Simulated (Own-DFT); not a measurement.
Simulation results for InAs (zincblende, strongly disordered by large displacements)

All values are calculated (Own-DFT development build). A calculation, not a measurement: plane-wave PBE density functional theory by an unreviewed code, no spin, of a simulated periodic cell, stress positive in tension, free energy of the whole cell less one offset for each atom, forces on such cells passed a denser k mesh, this cell's mesh not checked; broken bonds can close the gap or carry spin, so checks made on this kind of crystal may not hold here; offsets are fitted by least squares, one for each functional and potential file, so energies compare only between cells with the same atoms and settings and are not formation energies; the far tail of each file's local potential was reset to the Coulomb form; each entry is a single point on an unrelaxed cell, so the pressure reflects the starting lattice, mostly measured values (interpolated for alloys), from which strain is counted, and rises with the displacements; printed positions are rounded, which can move forces by about a meV/angstrom; the program, named Own-DFT, is a retired in-house code; no spin-orbit coupling.

Settings shared by all entries: functional PBE; potential files PseudoDojo norm-conserving, scalar-relativistic, standard set; wave cutoff 42 hartree; occupations Fermi-Dirac; smearing width 0.1 eV; hardware one NVIDIA H200; k mesh 3 x 3 x 3 centred on Gamma.

(1) InAs (zincblende, strongly disordered by large displacements)

```cif
# cell vector a (Å): 12.1166 0.0000 0.0000
# cell vector b (Å): 0.0000 12.1166 0.0000
# cell vector c (Å): 0.0000 0.0000 12.1166
data_InAs
_symmetry_space_group_name_H-M 'P 1'
_symmetry_Int_Tables_number 1
_cell_length_a 12.1166
_cell_length_b 12.1166
_cell_length_c 12.1166
_cell_angle_alpha 90.000
_cell_angle_beta 90.000
_cell_angle_gamma 90.000
_cell_volume 1778.86
loop_
_atom_site_label
_atom_site_type_symbol
_atom_site_fract_x
_atom_site_fract_y
_atom_site_fract_z
_atom_site_occupancy
In1 In 0.98558 0.00270 0.98895 1
In2 In 0.98585 0.25219 0.25691 1
In3 In 0.24955 0.00629 0.25869 1
In4 In 0.23893 0.26925 0.00800 1
As1 As 0.11322 0.11474 0.13264 1
As2 As 0.15402 0.37764 0.37585 1
As3 As 0.39049 0.09857 0.37952 1
As4 As 0.38266 0.35699 0.10594 1
In5 In 0.99461 0.97831 0.50413 1
In6 In 0.01374 0.25099 0.75049 1
In7 In 0.25604 0.98656 0.75140 1
In8 In 0.25733 0.24849 0.51152 1
As5 As 0.12442 0.11237 0.65037 1
As6 As 0.10928 0.35547 0.86570 1
As7 As 0.38496 0.10990 0.87597 1
As8 As 0.37685 0.37454 0.62259 1
In9 In 0.99906 0.52063 0.98865 1
In10 In 0.99190 0.74726 0.24617 1
In11 In 0.27943 0.50365 0.24012 1
In12 In 0.26219 0.75520 0.97915 1
As9 As 0.12227 0.63227 0.10366 1
As10 As 0.13120 0.87930 0.37537 1
As11 As 0.37561 0.62020 0.35459 1
As12 As 0.39131 0.89967 0.13746 1
In13 In 0.02836 0.49615 0.51861 1
In14 In 0.98536 0.75072 0.76399 1
In15 In 0.23672 0.49838 0.74652 1
In16 In 0.27303 0.75300 0.50698 1
As13 As 0.10328 0.63264 0.66352 1
As14 As 0.12301 0.88153 0.89496 1
As15 As 0.37407 0.60525 0.88722 1
As16 As 0.38198 0.86249 0.64157 1
In17 In 0.49521 0.02936 0.99909 1
In18 In 0.52563 0.26488 0.25827 1
In19 In 0.72438 0.98273 0.24804 1
In20 In 0.77343 0.25286 0.01871 1
As17 As 0.64195 0.10951 0.13403 1
As18 As 0.61380 0.37196 0.39305 1
As19 As 0.86411 0.13079 0.39815 1
As20 As 0.88489 0.37353 0.12995 1
In21 In 0.46256 0.99268 0.50182 1
In22 In 0.51684 0.26742 0.74764 1
In23 In 0.73523 0.98759 0.75865 1
In24 In 0.73583 0.26169 0.50203 1
As21 As 0.62635 0.12382 0.62013 1
As22 As 0.63613 0.36609 0.86356 1
As23 As 0.85806 0.08757 0.85592 1
As24 As 0.86873 0.35576 0.62860 1
In25 In 0.50750 0.49553 0.99199 1
In26 In 0.52006 0.77278 0.24255 1
In27 In 0.74206 0.48603 0.28274 1
In28 In 0.76350 0.75203 0.98103 1
As25 As 0.63857 0.62007 0.11434 1
As26 As 0.63931 0.90845 0.37600 1
As27 As 0.86493 0.63014 0.36480 1
As28 As 0.86600 0.87448 0.13034 1
In29 In 0.48807 0.51925 0.49118 1
In30 In 0.48457 0.73570 0.74983 1
In31 In 0.74501 0.53230 0.76111 1
In32 In 0.74984 0.74480 0.51041 1
As29 As 0.64252 0.62252 0.61477 1
As30 As 0.61378 0.85096 0.87449 1
As31 As 0.86622 0.62481 0.85419 1
As32 As 0.85734 0.84709 0.62803 1
```

Results for InAs (zincblende, strongly disordered by large displacements): free energy of cell above offsets -9.284 eV; pressure 7.39 GPa; stress xx -7.26 GPa; stress yy -6.83 GPa; stress zz -8.09 GPa; stress yz 0.62 GPa; stress xz -3.43 GPa; stress xy -0.93 GPa; wall time 1126 s.

Force:
```csv
element,x (eV/Å),y (eV/Å),z (eV/Å)
In,-0.014,0.005,1.94
In,1.462,-1.197,1.441
In,-0.31,0.018,-0.873
In,-1.646,-2.971,-0.964
As,0.077,1.129,-0.48
As,-1.097,0.052,-0.473
As,-2.921,6.26,-4.383
As,2.062,1.525,2.184
In,-0.459,0.933,0.766
In,-4.288,-3.127,-2.697
In,-0.531,0.383,1.236
In,-0.499,-1.756,-0.504
As,0.43,-0.485,-2.379
As,2.618,4.308,3.682
As,-3.038,3.668,-3.345
As,0.422,1.284,0.649
In,-0.617,-1.886,-0.416
In,0.968,0.237,-0.232
In,-2.807,-2.437,-2.63
In,0.419,0.424,1.944
As,1.49,0.486,1.642
As,-0.264,-1.591,0.312
As,1.747,3.963,1.731
As,-1.128,-0.904,-1.283
In,-1.394,-0.503,-0.825
In,0.855,3.408,0.541
In,0.813,-0.824,0.583
In,-2.064,-1.001,-0.999
As,2.526,-0.638,-2.764
As,-0.002,-0.612,-1.848
As,-0.901,0.429,-1.836
As,-0.584,1.001,-0.892
In,3.117,-2.867,2.816
In,-1.758,-2.874,-2.426
In,7.122,2.788,-4.656
In,-1.481,-1.948,-1.916
As,-1.667,3.931,-2.42
As,-0.633,2.099,0.995
As,0.553,-0.948,-1.333
As,0.047,2.802,0.223
In,4.732,-3.064,4.533
In,-1.881,-2.505,-1.407
In,-2.999,-2.368,-2.833
In,1.142,-1.708,1.024
As,-1.163,-0.84,0.304
As,2.019,1.952,2.453
As,2.87,4.635,2.16
As,0.961,2.125,0.747
In,1.484,-0.827,0.805
In,0.528,-1.068,0.202
In,0.56,0.684,-2.461
In,-0.575,0.142,1.615
As,-0.129,-0.077,0.929
As,-5.491,-5.982,8.643
As,0.964,-0.523,1.623
As,0.471,0.133,-0.891
In,0.547,-0.84,1.42
In,2.044,-2.054,1.162
In,-3.387,-5.737,-2.919
In,-0.54,0.381,-4.485
As,-3.923,-0.998,0.374
As,-0.667,1.339,0.337
As,3.528,1.255,4.766
As,2.277,3.382,1.787
```

(2) InAs (zincblende, strongly disordered by large displacements)

```cif
# cell vector a (Å): 12.1166 0.0000 0.0000
# cell vector b (Å): 0.0000 12.1166 0.0000
# cell vector c (Å): 0.0000 0.0000 12.1166
data_InAs
_symmetry_space_group_name_H-M 'P 1'
_symmetry_Int_Tables_number 1
_cell_length_a 12.1166
_cell_length_b 12.1166
_cell_length_c 12.1166
_cell_angle_alpha 90.000
_cell_angle_beta 90.000
_cell_angle_gamma 90.000
_cell_volume 1778.86
loop_
_atom_site_label
_atom_site_type_symbol
_atom_site_fract_x
_atom_site_fract_y
_atom_site_fract_z
_atom_site_occupancy
In1 In 0.94882 0.99890 0.99265 1
In2 In 0.01686 0.24403 0.22611 1
In3 In 0.24645 0.96511 0.22520 1
In4 In 0.26888 0.23677 0.99210 1
As1 As 0.12293 0.09723 0.12085 1
As2 As 0.09753 0.36954 0.31637 1
As3 As 0.38367 0.13658 0.38174 1
As4 As 0.42604 0.34678 0.10987 1
In5 In 0.01491 0.02843 0.47713 1
In6 In 0.03076 0.21340 0.73734 1
In7 In 0.25675 0.96330 0.72408 1
In8 In 0.26097 0.21922 0.47406 1
As5 As 0.13864 0.13900 0.62230 1
As6 As 0.12485 0.39793 0.81224 1
As7 As 0.38881 0.14591 0.88883 1
As8 As 0.33582 0.37077 0.64121 1
In9 In 0.97812 0.50809 0.98222 1
In10 In 0.02587 0.74664 0.23500 1
In11 In 0.25816 0.52216 0.26807 1
In12 In 0.24261 0.73815 0.04329 1
As9 As 0.15471 0.59899 0.10085 1
As10 As 0.14572 0.88335 0.38899 1
As11 As 0.39677 0.58607 0.35238 1
As12 As 0.38567 0.88992 0.12045 1
In13 In 0.02231 0.51234 0.49726 1
In14 In 0.97338 0.73975 0.73158 1
In15 In 0.29442 0.48907 0.76037 1
In16 In 0.24919 0.73203 0.50155 1
As13 As 0.04883 0.60805 0.64058 1
As14 As 0.05942 0.84931 0.87631 1
As15 As 0.35681 0.63330 0.82866 1
As16 As 0.39599 0.90034 0.60603 1
In17 In 0.52401 0.00685 0.00239 1
In18 In 0.52344 0.22187 0.28814 1
In19 In 0.75610 0.00371 0.26319 1
In20 In 0.76455 0.31906 0.00919 1
As17 As 0.66394 0.16360 0.09988 1
As18 As 0.61700 0.35949 0.34020 1
As19 As 0.89084 0.08478 0.33935 1
As20 As 0.91976 0.38648 0.13021 1
In21 In 0.49020 0.00737 0.48690 1
In22 In 0.50275 0.27528 0.73642 1
In23 In 0.74727 0.99052 0.73757 1
In24 In 0.80358 0.27438 0.47888 1
As21 As 0.61538 0.09007 0.64142 1
As22 As 0.65046 0.35988 0.85602 1
As23 As 0.91973 0.14884 0.87271 1
As24 As 0.89142 0.36422 0.63320 1
In25 In 0.46842 0.45704 0.97082 1
In26 In 0.48248 0.78439 0.29768 1
In27 In 0.74856 0.48607 0.20700 1
In28 In 0.76654 0.76614 0.98609 1
As25 As 0.58634 0.59763 0.10575 1
As26 As 0.63888 0.91682 0.36162 1
As27 As 0.87260 0.65218 0.42549 1
As28 As 0.87111 0.90555 0.12768 1
In29 In 0.52403 0.51893 0.55790 1
In30 In 0.50627 0.79516 0.74310 1
In31 In 0.78337 0.54290 0.74602 1
In32 In 0.72861 0.72946 0.49413 1
As29 As 0.62115 0.62836 0.65276 1
As30 As 0.61587 0.88853 0.89510 1
As31 As 0.88610 0.62708 0.88292 1
As32 As 0.82454 0.89331 0.60337 1
```

The calculation gives: free energy of cell above offsets 28.555 eV; pressure 14.05 GPa; stress xx -13.46 GPa; stress yy -14.38 GPa; stress zz -14.31 GPa; stress yz -3.57 GPa; stress xz 1.56 GPa; stress xy -1.46 GPa; wall time 1183 s.

Force:
```csv
element,x (eV/Å),y (eV/Å),z (eV/Å)
In,3.556,1.555,-2.859
In,-2.856,-8.317,-2.773
In,-1.938,2.19,2.19
In,-4.342,2.659,3.398
As,0.228,0.686,-1.553
As,5.267,6.774,6.52
As,1.542,-4.909,-4.367
As,-2.61,-3.044,4.4
In,0.807,-1.175,2.513
In,-2.94,5.272,2.742
In,-2.917,1.741,3.105
In,-5.89,5.334,3.773
As,4.981,-4.878,-5.525
As,-2.095,-0.692,2.368
As,3.431,-3.732,-4.026
As,3.269,-5.891,-7.59
In,5.003,-3.655,1.423
In,-0.848,0.357,0.749
In,-6.22,-4.151,-4.064
In,4.404,6.938,-4.459
As,-4.932,-6.063,2.717
As,-0.446,-0.93,-0.521
As,6.89,3.594,5.092
As,2.169,-2.348,-1.404
In,-1.775,-5.869,-7.068
In,-3.123,6.376,0.953
In,-4.573,-0.454,1.918
In,0.393,-0.665,0.631
As,5.939,-0.738,3.024
As,2.703,1.049,1.004
As,3.774,8.689,5.123
As,-1.356,-4.202,0.221
In,-2.158,4.563,2.464
In,-1.179,-4.367,-5.153
In,-2.52,1.154,-7.677
In,1.2,-1.122,-0.077
As,-1.328,-2.393,1.812
As,5.7,7.259,4.136
As,5.006,6.634,2.475
As,-1.32,1.072,-0.011
In,3.584,1.688,-1.362
In,0.106,-2.103,-0.317
In,0.137,1.867,5.937
In,-1.943,-1.385,-1.859
As,-2.308,3.566,-1.678
As,-0.835,2.39,-1.925
As,-4.467,0.517,1.576
As,0.832,1.275,0.966
In,2.26,3.893,-4.211
In,-0.078,-0.749,-1.24
In,-1.162,1.057,1.07
In,-1.249,-0.397,1.598
As,1.067,1.108,0.19
As,-5.186,-4.881,4.669
As,5.716,-3.234,-4.944
As,-1.454,-5.082,3.02
In,-5.75,-6.72,-5.65
In,-0.154,-1.439,0.792
In,-1.572,-3.924,-1.771
In,-5.358,3.665,2.028
As,3.812,5.95,3.986
As,3.233,-2.952,-2.996
As,-2.012,4.734,-0.193
As,3.883,-3.143,-3.314
```

(3) InAs (zincblende, strongly disordered by large displacements)

```cif
# cell vector a (Å): 12.1166 0.0000 0.0000
# cell vector b (Å): 0.0000 12.1166 0.0000
# cell vector c (Å): 0.0000 0.0000 12.1166
data_InAs
_symmetry_space_group_name_H-M 'P 1'
_symmetry_Int_Tables_number 1
_cell_length_a 12.1166
_cell_length_b 12.1166
_cell_length_c 12.1166
_cell_angle_alpha 90.000
_cell_angle_beta 90.000
_cell_angle_gamma 90.000
_cell_volume 1778.86
loop_
_atom_site_label
_atom_site_type_symbol
_atom_site_fract_x
_atom_site_fract_y
_atom_site_fract_z
_atom_site_occupancy
In1 In 0.98186 0.00215 0.02337 1
In2 In 0.99211 0.27739 0.24803 1
In3 In 0.27121 0.99745 0.23506 1
In4 In 0.27778 0.24441 0.99090 1
As1 As 0.13751 0.11021 0.11581 1
As2 As 0.12150 0.38101 0.36181 1
As3 As 0.36721 0.10840 0.38158 1
As4 As 0.39741 0.36981 0.13350 1
In5 In 0.99266 0.97111 0.49232 1
In6 In 0.97961 0.25943 0.76302 1
In7 In 0.24063 0.98738 0.71708 1
In8 In 0.24147 0.25826 0.50716 1
As5 As 0.10727 0.13959 0.63355 1
As6 As 0.12011 0.40319 0.87498 1
As7 As 0.39766 0.10609 0.84983 1
As8 As 0.39620 0.37326 0.64752 1
In9 In 0.99431 0.52625 0.01679 1
In10 In 0.01602 0.73464 0.25269 1
In11 In 0.20991 0.51177 0.26257 1
In12 In 0.24561 0.78548 0.00633 1
As9 As 0.12647 0.61372 0.13181 1
As10 As 0.11830 0.89257 0.38969 1
As11 As 0.40994 0.62975 0.37498 1
As12 As 0.36892 0.89764 0.10759 1
In13 In 0.98697 0.50168 0.50475 1
In14 In 0.99845 0.73266 0.75780 1
In15 In 0.24863 0.51707 0.75534 1
In16 In 0.27372 0.73610 0.52077 1
As13 As 0.09433 0.63489 0.60323 1
As14 As 0.11298 0.86060 0.86943 1
As15 As 0.37438 0.62334 0.90120 1
As16 As 0.35245 0.87572 0.60499 1
In17 In 0.51413 0.99616 0.98015 1
In18 In 0.51566 0.25741 0.22999 1
In19 In 0.76519 0.00772 0.24850 1
In20 In 0.73824 0.23453 0.97945 1
As17 As 0.63032 0.14750 0.14223 1
As18 As 0.60500 0.35045 0.36850 1
As19 As 0.83892 0.13353 0.35884 1
As20 As 0.88779 0.39681 0.12990 1
In21 In 0.50829 0.00224 0.52922 1
In22 In 0.50573 0.22756 0.73090 1
In23 In 0.76313 0.99596 0.78804 1
In24 In 0.73231 0.22661 0.52597 1
As21 As 0.62776 0.12400 0.63239 1
As22 As 0.64332 0.36319 0.86790 1
As23 As 0.88919 0.14244 0.86754 1
As24 As 0.86478 0.37647 0.60805 1
In25 In 0.49341 0.49152 0.00111 1
In26 In 0.50680 0.75718 0.24276 1
In27 In 0.74478 0.49773 0.21376 1
In28 In 0.73488 0.75229 0.99715 1
As25 As 0.64197 0.61084 0.11669 1
As26 As 0.62619 0.85677 0.37218 1
As27 As 0.89719 0.65352 0.38283 1
As28 As 0.86226 0.86220 0.12852 1
In29 In 0.49634 0.48522 0.49667 1
In30 In 0.52412 0.74810 0.75580 1
In31 In 0.72880 0.48726 0.76332 1
In32 In 0.72932 0.74121 0.52440 1
As29 As 0.60535 0.61853 0.63228 1
As30 As 0.61096 0.85031 0.90873 1
As31 As 0.88562 0.63562 0.87295 1
As32 As 0.88342 0.88062 0.65283 1
```

The calculation gives: free energy of cell above offsets -0.601 eV; pressure 9.37 GPa; stress xx -8.76 GPa; stress yy -10.26 GPa; stress zz -9.09 GPa; stress yz 0.62 GPa; stress xz 0.79 GPa; stress xy 0.04 GPa; wall time 1180 s.

Force:
```csv
element,x (eV/Å),y (eV/Å),z (eV/Å)
In,0.648,-0.321,-1.227
In,0.057,-3.253,0.167
In,-2.675,1.475,3.24
In,-0.659,0.203,-0.257
As,-0.475,1.814,0.193
As,-0.775,-2.302,4.229
As,1.123,1.443,0.626
As,-4.111,1.668,-1.21
In,-4.158,4.016,3.08
In,3.642,4.646,-3.653
In,-1.867,1.794,2.599
In,0.678,-0.323,-0.098
As,-0.061,-0.671,-0.674
As,-0.318,-1.582,0.836
As,-2.278,-0.253,0.504
As,-2.392,1.272,-1.105
In,-0.398,-0.962,-2.381
In,0.615,2.828,-0.309
In,5.601,0.381,0.984
In,-0.922,-2.875,-0.906
As,1.055,4.138,-2.946
As,5.042,-3.471,-4.367
As,-2.875,-0.474,-0.013
As,3.933,-1.608,-0.154
In,-0.188,-0.972,-2.277
In,1.574,1.72,-2.099
In,0.138,0.298,-0.791
In,-3.025,-4.298,-3.77
As,3.172,0.494,1.059
As,0.204,2.124,0.111
As,-0.451,1.718,-1.355
As,4.91,2.373,2.413
In,-1.187,3.485,2.505
In,-3.892,-0.826,2.657
In,-2.839,-3.924,-2.314
In,1.334,-0.466,2.256
As,3.385,-5.102,-4.038
As,3.166,2.45,3.042
As,3.816,3.493,3.768
As,-0.657,-1.863,-2.218
In,-1.105,-1.464,-2.948
In,-0.875,2.521,2.504
In,-0.945,-0.596,-0.716
In,3.339,3.849,-4.775
As,0.739,-5.202,2.841
As,-4.738,-1.61,1.682
As,-2.405,-4.216,4.406
As,-1.028,-0.729,1.647
In,1.603,-0.37,-0.384
In,-0.415,-0.186,-1.852
In,1.65,-2.388,5.739
In,5.052,-3.203,2.117
As,-4.581,3.504,-2.383
As,0.93,2.257,1.219
As,-3.354,-1.753,1.673
As,0.643,-0.173,0.294
In,0.266,-0.7,-0.147
In,-3.154,0.503,0.529
In,3.502,3.748,-3.171
In,2.066,0.994,-0.928
As,0.994,-2.052,-0.5
As,-0.838,1.885,-4.319
As,-3.942,-2.324,2.14
As,-1.297,-0.584,-0.776
```

(4) InAs (zincblende, strongly disordered by large displacements)

```cif
# cell vector a (Å): 12.1166 0.0000 0.0000
# cell vector b (Å): 0.0000 12.1166 0.0000
# cell vector c (Å): 0.0000 0.0000 12.1166
data_InAs
_symmetry_space_group_name_H-M 'P 1'
_symmetry_Int_Tables_number 1
_cell_length_a 12.1166
_cell_length_b 12.1166
_cell_length_c 12.1166
_cell_angle_alpha 90.000
_cell_angle_beta 90.000
_cell_angle_gamma 90.000
_cell_volume 1778.86
loop_
_atom_site_label
_atom_site_type_symbol
_atom_site_fract_x
_atom_site_fract_y
_atom_site_fract_z
_atom_site_occupancy
In1 In 0.01559 0.99772 0.99467 1
In2 In 0.97890 0.23885 0.23515 1
In3 In 0.21492 0.98817 0.24631 1
In4 In 0.24004 0.27412 0.03113 1
As1 As 0.15376 0.14184 0.16975 1
As2 As 0.13866 0.35852 0.36627 1
As3 As 0.37660 0.10516 0.38243 1
As4 As 0.38668 0.36062 0.11063 1
In5 In 0.02464 0.99473 0.49327 1
In6 In 0.99554 0.24127 0.74401 1
In7 In 0.27668 0.00292 0.73275 1
In8 In 0.26558 0.25648 0.51192 1
As5 As 0.13470 0.12635 0.61688 1
As6 As 0.11885 0.37037 0.87055 1
As7 As 0.36718 0.11652 0.87396 1
As8 As 0.36744 0.37037 0.62618 1
In9 In 0.01117 0.49292 0.98350 1
In10 In 0.02325 0.75063 0.24229 1
In11 In 0.25443 0.47118 0.27036 1
In12 In 0.24694 0.78006 0.01387 1
As9 As 0.14871 0.61119 0.11436 1
As10 As 0.12293 0.86863 0.39210 1
As11 As 0.37846 0.61871 0.40289 1
As12 As 0.38405 0.86727 0.12186 1
In13 In 0.00516 0.49672 0.51141 1
In14 In 0.02148 0.75124 0.73261 1
In15 In 0.25480 0.49537 0.75866 1
In16 In 0.27948 0.72449 0.51304 1
As13 As 0.11696 0.61141 0.64393 1
As14 As 0.12216 0.89083 0.81753 1
As15 As 0.37818 0.62300 0.87714 1
As16 As 0.38051 0.88426 0.61362 1
In17 In 0.51046 0.96204 0.02100 1
In18 In 0.47900 0.26953 0.25732 1
In19 In 0.74030 0.99459 0.25801 1
In20 In 0.76155 0.25381 0.98918 1
As17 As 0.63959 0.11687 0.11129 1
As18 As 0.62342 0.39930 0.35720 1
As19 As 0.86467 0.10273 0.37327 1
As20 As 0.87005 0.38431 0.11476 1
In21 In 0.52138 0.00747 0.47546 1
In22 In 0.48715 0.24249 0.74367 1
In23 In 0.76595 0.99100 0.70574 1
In24 In 0.75170 0.24646 0.49367 1
As21 As 0.61862 0.10140 0.61493 1
As22 As 0.64673 0.34780 0.88445 1
As23 As 0.87298 0.14839 0.86912 1
As24 As 0.87193 0.38461 0.65713 1
In25 In 0.48720 0.50272 0.99048 1
In26 In 0.49583 0.77834 0.23196 1
In27 In 0.77911 0.50171 0.24655 1
In28 In 0.74578 0.76133 0.97383 1
As25 As 0.64192 0.61540 0.14270 1
As26 As 0.62584 0.85421 0.35449 1
As27 As 0.90642 0.65721 0.35287 1
As28 As 0.87912 0.87038 0.13772 1
In29 In 0.49043 0.49165 0.47373 1
In30 In 0.49940 0.74886 0.77777 1
In31 In 0.77288 0.50432 0.75190 1
In32 In 0.75153 0.74230 0.50330 1
As29 As 0.63302 0.63303 0.62164 1
As30 As 0.60420 0.86571 0.88603 1
As31 As 0.86222 0.63576 0.86512 1
As32 As 0.87949 0.86868 0.63349 1
```

It finds free energy of cell above offsets -2.972 eV; pressure 8.85 GPa; stress xx -9.36 GPa; stress yy -9.37 GPa; stress zz -7.82 GPa; stress yz -1.05 GPa; stress xz -0.23 GPa; stress xy 1.35 GPa; wall time 1200 s.

Force:
```csv
element,x (eV/Å),y (eV/Å),z (eV/Å)
In,-0.692,0.283,-0.031
In,-0.349,0.172,0.842
In,3.057,-3.893,2.347
In,-2.448,-2.281,-3.229
As,-2.355,3.354,-3.15
As,-3.6,-2.061,2.46
As,-1.6,1.892,-1.539
As,1.333,3.186,0.722
In,-2.934,2.359,1.891
In,1.769,0.106,-0.908
In,-1.061,0.977,0.121
In,-1.605,-2.391,-2.578
As,-0.518,0.248,0.546
As,1.451,-1.452,-0.435
As,0.663,0.743,1.978
As,2.392,2.476,1.141
In,-1.575,2.176,1.03
In,2.78,1.473,-3.154
In,2.526,3.271,-2.498
In,-2.09,-1.919,-2.848
As,-0.221,0.336,0.588
As,2.646,-3.197,-1.585
As,-0.255,0.51,-6.818
As,-5.687,2.549,0.543
In,-0.604,-0.406,-1.46
In,-3.277,-0.82,1.222
In,-0.071,0.05,0.255
In,-3.984,3.333,3.586
As,2.611,-1.226,-1.893
As,1.379,1.682,3.932
As,-2.316,0.648,0.024
As,1.933,-1.724,-0.763
In,1.108,5.408,-0.741
In,1.777,-2.682,1.412
In,-0.243,-0.069,-1.918
In,1.415,-2.212,4.461
As,-0.922,0.255,0.837
As,1.505,-2.051,-0.022
As,1.744,1.467,1.082
As,1.672,-1.136,-0.713
In,-0.181,-2.757,-0.75
In,1.272,-0.568,1.052
In,-2.893,3.621,3.802
In,-0.522,0.631,0.458
As,0.916,2.705,1.571
As,-5.129,4.419,-4.34
As,0.812,-4.114,-0.405
As,2.636,-3.688,-5.176
In,3.111,-0.975,1.255
In,2.56,-5.727,2.588
In,-0.037,1.588,1.766
In,0.972,-0.899,3.078
As,-1.927,1.412,-1.947
As,1.134,0.757,2.789
As,-3.702,-3.967,4.15
As,0.11,0.393,-1.612
In,2.644,-2.063,4.149
In,-0.783,-1.013,-4.021
In,-5.204,2.016,1.628
In,1.221,0.641,-1.431
As,-1.6,-1.74,1.248
As,2.843,2.064,-2.205
As,3.243,0.705,1.047
As,3.148,-2.875,-3.429
```
